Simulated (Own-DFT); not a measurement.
# Device materials side by side: how hard are they to compress?

No measurement is shown. These are fixed-geometry runs of a retired plane-wave code named Own-DFT, which no person has reviewed; spin and spin-orbit coupling are neglected.

Known weak points (not all hold for every row): forces on such cells moved up to 12 meV/angstrom on a denser k mesh; forces not confirmed at this smearing and k mesh; k mesh not checked against a denser one; stress not checked against mesh or cutoff.

All runs are PBE with PseudoDojo norm-conserving files; cutoff and k mesh are each material's own. Every cell starts from measured lattice constants and was given uniform random strains and small random moves of its atoms. Each triple is the change of volume in per cent, the rms move u in Å and the pressure in GPa.

- wurtzite AlN (Al36N36), 10.45 Å³/atom unstrained: (-1.14, 0.050, 8.72); (-1.09, 0.052, 8.37); (0.11, 0.049, 5.54); (0.89, 0.049, 4.09); (1.55, 0.049, 2.44); (2.26, 0.052, 1.67); (3.80, 0.050, -2.00)
- wurtzite GaN (Ga36N36), 11.42 Å³/atom unstrained: withheld
- diamond silicon (Si64), 20.02 Å³/atom unstrained: (-2.18, 0.052, 5.03); (-2.04, 0.051, 4.72); (0.09, 0.052, 2.77); (0.52, 0.051, 2.13); (1.16, 0.050, 1.84); (2.77, 0.049, 0.19); (3.95, 0.053, -0.80)
- zincblende GaAs (As32Ga32), 22.58 Å³/atom unstrained: (-1.23, 0.051, 5.31); (0.29, 0.051, 3.68); (0.33, 0.048, 3.80); (0.80, 0.046, 3.42); (0.87, 0.051, 3.60); (1.44, 0.050, 3.02); (3.20, 0.052, 1.67)
- zincblende InP (In32P32), 25.27 Å³/atom unstrained: (-3.19, 0.050, 6.46); (-2.77, 0.051, 5.90); (-1.22, 0.047, 4.52); (-1.15, 0.050, 4.64); (1.57, 0.043, 2.33); (3.29, 0.048, 1.47); (3.30, 0.050, 1.41)
- grey tin (Sn64), 34.15 Å³/atom unstrained: (-2.92, 0.050, 5.33); (-1.76, 0.048, 4.81); (-0.30, 0.051, 3.86); (0.57, 0.049, 3.34); (0.80, 0.049, 3.24); (1.08, 0.050, 3.17); (1.78, 0.047, 2.74)

## Analysis

Fit a line to each set against the fractional change of volume; B is minus its slope, and u is nearly the same within a set. To take it to zero pressure, assume that B rises by 4 GPa for each GPa: B0 = B - 4 x (mean pressure). The bond length of an ideal tetrahedral crystal with the unstrained volume v is d = (√3/4)(8 v)^(1/3). Cohen's empirical rule reads B0 = (1971 - 220 L) d^(-3.5) GPa, with L = 0 for group IV crystals and SiC and 1 for III-V compounds.

```
material,L,d (Å),B (GPa),mean P (GPa),B0 (GPa),rule (GPa)
wurtzite AlN (Al36N36),1,1.893,212 ± 6,4.1,195 ± 6,188
wurtzite GaN (Ga36N36),1,1.950,?,?,?,169
diamond silicon (Si64),0,2.352,94 ± 2,2.3,85 ± 2,99
zincblende GaAs (As32Ga32),1,2.448,80 ± 5,3.5,66 ± 5,76
zincblende InP (In32P32),1,2.541,76 ± 3,3.8,61 ± 3,67
grey tin (Sn64),0,2.810,56 ± 2,3.8,41 ± 2,53
```

A line through ln[B0/(1971 - 220 L)] against ln d has a slope of -4.2 ± 0.2 and a scatter of 4 %. Against the rule, B0 stands at 104 % for wurtzite AlN, 86 % for diamond silicon, 86 % for zincblende GaAs, 91 % for zincblende InP, 78 % for grey tin. PBE tends to make silicon and heavier crystals too soft, and the rule itself is only a guide.

## The run left out

Q: what B0 does the fitted trend give for wurtzite GaN (Ga36N36)?

Estimate: 172 GPa. Its own runs give B = 210 ± 8 GPa at a mean pressure of 6.0 GPa, so B0 = 186 GPa.
